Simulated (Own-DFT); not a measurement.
# Energy and forces against displacement in grey tin, 64 atoms (Sn64)

These are calculations, not measurements. The program, named Own-DFT, is a retired in-house plane-wave density functional code that no person has reviewed. Each row is one single-point run on a periodic cell that was not relaxed, without spin or spin-orbit coupling.

Settings of every run: PBE; PseudoDojo norm-conserving scalar-relativistic files; cutoff 42 hartree; 3 x 3 x 3 k mesh centred on Gamma; cold (Marzari-Vanderbilt) smearing of 0.2 eV.

Known limits: forces on such cells moved up to 12 meV/angstrom on a denser k mesh; stress not checked against mesh or cutoff.

Cell vectors in Å: (12.978, 0.000, 0.000); (0.000, 12.978, 0.000); (0.000, 0.000, 12.978). In each run every atom was moved at random and independently from its ideal site; u is the rms move along one axis. E is the free energy for each atom above the fitted value at u = 0, and F the rms of the force components.

| run | u (Å) | E (meV/atom) | F (eV/Å) | largest force (eV/Å) | P (GPa) |
|---|---|---|---|---|---|
| 1 | 0.0190 | 4.7 | 0.207 | 0.83 | 3.38 |
| 2 | 0.0192 | ? | ? | ? | ? |
| 3 | 0.0503 | 30.1 | 0.525 | 1.91 | 3.61 |
| 4 | 0.0539 | 40.2 | 0.628 | 1.86 | 3.71 |
| 5 | 0.0564 | 38.9 | 0.609 | 1.81 | 3.68 |
| 6 | 0.0996 | 141.7 | 1.238 | 4.49 | 4.70 |
| 7 | 0.1005 | 133.4 | 1.233 | 5.14 | 4.58 |
| 8 | 0.1037 | 122.7 | 1.152 | 6.16 | 4.46 |
| 9 | 0.1529 | 254.9 | 1.821 | 8.11 | 5.65 |

## Worked fit

For small independent moves the energy grows as E = (3/2) K u², with K the mean stiffness felt by one atom. The runs with u up to 0.11 Å give K = 8.6 ± 0.4 eV/Å², with residuals divided by u² + 0.0006 Å², since the noise grows with the moves. The scatter is 3.2 meV/atom at u = 0.05 Å. The forces follow F = G u with G = 11.4 eV/Å²; no force at u = 0 is resolved. G exceeds K because the moves of its neighbours add to the force on an atom, and stiffness differs between atoms. At u = 0.153 Å the parabola gives 300 meV/atom and the run 255. The pressure follows P = 3.33 + 121 u² GPa: at fixed volume, shortened bonds push harder than stretched ones pull.

## Withheld run

Question: what energy and rms force should run 2 give?

The fit gives 5 ± 1 meV/atom and about 0.22 eV/Å. The calculation gave 4.4 meV/atom and 0.201 eV/Å.
